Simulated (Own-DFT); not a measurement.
# A layer strained by its substrate: wurtzite AlGaN with randomly placed atoms, 72 atoms (Al27Ga9N36)

No measurement is shown. These are fixed-geometry runs of a retired plane-wave code named Own-DFT, which no person has reviewed; spin and spin-orbit coupling are neglected.

All runs used: PBE; PseudoDojo norm-conserving scalar-relativistic files; cutoff 42 hartree; 4 x 4 x 3 k mesh centred on Gamma; Fermi-Dirac smearing of 0.1 eV.

Limits: forces on such cells passed a denser k mesh, each cell not checked; stress not checked against mesh or cutoff.

Unstrained cell vectors in Å: (9.394, 0.000, 0.000); (-4.697, 8.135, 0.000); (0.000, 0.000, 10.066). The unstrained cell has measured lattice constants (interpolated for alloys), not those of this functional. That, the random moves and any unrelaxed bonds set the pressure at no strain. Each run strains x and y alike by e, as a substrate would, and holds the height along z. Each coordinate of each atom was shifted by a normal deviate of width 0.05 Å. The random placing of the alloy's atoms differs from row to row. Stress is positive in tension.

```
e (%)  u (Å)  (s_xx + s_yy)/2 (GPa)  s_zz (GPa)
-2.25  0.050                 -20.25      -11.37
-1.00  0.049                 -13.37       -7.99
-0.75  0.052                 -10.98       -8.78
-0.50  0.053                 -10.22       -6.74
 0.25  0.051                  -6.32       -4.77
 0.75  0.049                  -2.49       -4.57
 1.00  0.051                  -0.46       -6.59
 1.25  0.054                      ?           ?
 2.25  0.052                   4.47       -2.64
 3.00  0.047                   8.62       -1.22
```

## Worked fit

With e as a fraction, the in-plane stress is -7.0 + 566 e - 1525 e² GPa (errors 16 and 848, scatter 0.66), and s_zz is -6.6 + 181 e GPa (slope ± 22, scatter 1.04). At e = 0 the first slope is C11 + C12 and the second 2 C13, both with the ions held to the strained lattice and at the cell's own pressure. A free layer would change its height as e changes, and the in-plane slope would drop by 2 C13²/C33 to the biaxial modulus. At fixed height, a misfit of 1 % moves the in-plane stress by about 5.7 GPa and s_zz by 1.8 GPa.

## Test on the hidden row

Q: what are the two stresses at e = 1.25 %?

Estimate: -0.2 and -4.4 GPa. The calculation gave -1.31 and -3.61 GPa.
